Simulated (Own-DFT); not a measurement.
# Strain and stress in 4H SiC, 72 atoms (C36Si36)

All numbers below are calculated, not measured. The program, named Own-DFT, is a retired in-house plane-wave density functional code that no person has reviewed. Each row is one single-point run on a periodic cell that was not relaxed, without spin or spin-orbit coupling.

Settings of every run: PBE; PseudoDojo norm-conserving scalar-relativistic files; cutoff 42 hartree; 4 x 4 x 3 k mesh centred on Gamma; Fermi-Dirac smearing of 0.1 eV.

Known limits: forces on such cells passed a denser k mesh, each cell not checked; stress not checked against mesh or cutoff.

Unstrained cell vectors in Å: (9.248, 0.000, 0.000); (-4.624, 8.009, 0.000); (0.000, 0.000, 10.068). The unstrained cell has measured lattice constants (interpolated for alloys), not those of this functional. That, the random moves and any unrelaxed bonds set the pressure at no strain. Each run strains this cell uniformly, with the atoms carried along. Every atom was also moved at random, by a Gaussian of width 0.05 Å on each axis. Strain is the symmetric tensor, in per cent. Stress is positive in tension, and the pressure is minus a third of its trace.

| run | e_xx (%) | e_yy (%) | e_zz (%) | e_yz (%) | e_xz (%) | e_xy (%) | s_xx (GPa) | s_yy (GPa) | s_zz (GPa) | s_yz (GPa) | s_xz (GPa) | s_xy (GPa) | P (GPa) | E (meV/atom) |
|---|---|---|---|---|---|---|---|---|---|---|---|---|---|---|
| 1 | 0.20 | 0.44 | -0.66 | -0.84 | 1.50 | -1.54 | -4.40 | -2.72 | -9.93 | -3.30 | 5.43 | -6.26 | 5.69 | 38.0 |
| 2 | -0.50 | 1.99 | 1.46 | 1.24 | -1.60 | 1.95 | -5.53 | 4.41 | 1.02 | 4.22 | -5.25 | 8.17 | 0.03 | 57.8 |
| 3 | 1.48 | 0.76 | 1.15 | -1.08 | -0.19 | 1.97 | 3.12 | 0.18 | 0.33 | -3.00 | -0.17 | 9.18 | -1.21 | 38.6 |
| 4 | -1.17 | -1.15 | -0.53 | -1.71 | 0.70 | 0.47 | -14.22 | -11.86 | -10.84 | -5.78 | 3.26 | 2.80 | 12.30 | 37.4 |
| 5 | 1.99 | 1.40 | 1.29 | 0.94 | 0.91 | 1.66 | 7.45 | 4.47 | 2.26 | 2.67 | 2.66 | 5.88 | -4.73 | 13.0 |
| 6 | -0.79 | -0.21 | -0.30 | 1.79 | 0.75 | 0.60 | -9.03 | -8.05 | -8.58 | 7.14 | 2.61 | 3.02 | 8.55 | 42.2 |
| 7 | -1.21 | 0.80 | -1.13 | 1.61 | 0.00 | -1.19 | -11.04 | -2.72 | -12.15 | 6.26 | -0.79 | -5.53 | 8.64 | 18.5 |
| 8 | -0.33 | 1.50 | -1.05 | 0.06 | -0.79 | 0.08 | -4.17 | 2.25 | -12.11 | 0.56 | -2.68 | 1.60 | 4.68 | 9.0 |
| 9 | -0.72 | -1.80 | -1.86 | 1.28 | -0.08 | 0.52 | -14.13 | -16.67 | -19.57 | 3.92 | 0.34 | 0.37 | 16.79 | 64.3 |
| 10 | 0.73 | -0.26 | -1.08 | -0.16 | -1.83 | 0.94 | -0.35 | -7.23 | -12.71 | 0.05 | -5.40 | 3.66 | 6.76 | 32.7 |
| 11 | 0.61 | -1.69 | 0.48 | -0.52 | -1.53 | -0.53 | -3.32 | -12.23 | -2.45 | -0.95 | -4.57 | -3.62 | 6.00 | 0.0 |
| 12 | -0.23 | -1.84 | 0.69 | 1.38 | -1.04 | 0.33 | -7.66 | -15.80 | -3.64 | 5.81 | -4.63 | 1.45 | 9.04 | 38.1 |
| 13 | -0.68 | 1.27 | 1.61 | 0.72 | 1.34 | 1.22 | -6.33 | 1.70 | 2.77 | 3.10 | 4.03 | 4.19 | 0.62 | 22.9 |
| 14 | -0.77 | -1.40 | -0.09 | -0.41 | 1.26 | 0.35 | -12.29 | -12.35 | -7.88 | -1.26 | 5.04 | 3.16 | 10.84 | 36.1 |
| 15 | 1.79 | -0.39 | 1.75 | -1.04 | -1.00 | -1.83 | 5.35 | -5.04 | 3.82 | -4.01 | -3.31 | -7.33 | -1.38 | 25.4 |
| 16 | -1.21 | 0.75 | 0.51 | 0.72 | -0.05 | -1.42 | -10.90 | -0.78 | -4.79 | 2.38 | -0.27 | -6.41 | 5.49 | 29.7 |
| 17 | 1.12 | -1.75 | 1.37 | 0.65 | -1.68 | 1.30 | ? | ? | ? | ? | ? | ? | ? | ? |

E is the free energy for each atom above the lowest run shown.

## Worked fit

Each stress component was fitted by least squares to a constant and the strains of the runs shown, as fractions, with shears doubled. Shear strains stay in the fit of a normal stress only where such slopes are resolved. The slopes, in GPa:

```
stress,at no strain,per e_xx,per e_yy,per e_zz,scatter
s_xx,-5.2,558 ± 30,135 ± 24,33 ± 30,1.11
s_yy,-5.2,74 ± 23,518 ± 18,52 ± 22,0.84
s_zz,-6.7,57 ± 23,29 ± 18,564 ± 23,0.85
```

Each shear stress against twice its own strain: yz 174 ± 8, xz 167 ± 6, xy 214 ± 12 GPa. These are stiffnesses along x, y and z of the frame in which the cell vectors are given, which need not be the crystal's axes. The atoms are held to the strained lattice; where symmetry lets them move under strain, relaxing them would lower some slopes. The table should be nearly symmetric about its diagonal, and what it lacks of that shows the noise. A ninth of its sum, 224 ± 6 GPa, estimates the bulk modulus near the mean pressure of these runs, 5.5 GPa, so it lies above the value at zero pressure.

## Withheld run

Question: what normal stresses and pressure should run 17 give?

The fit gives s_xx = -0.9, s_yy = -12.8, s_zz = 1.2 and P = 4.2 GPa. The calculation gave 0.24, -13.85, 0.47 and P = 4.38 GPa.
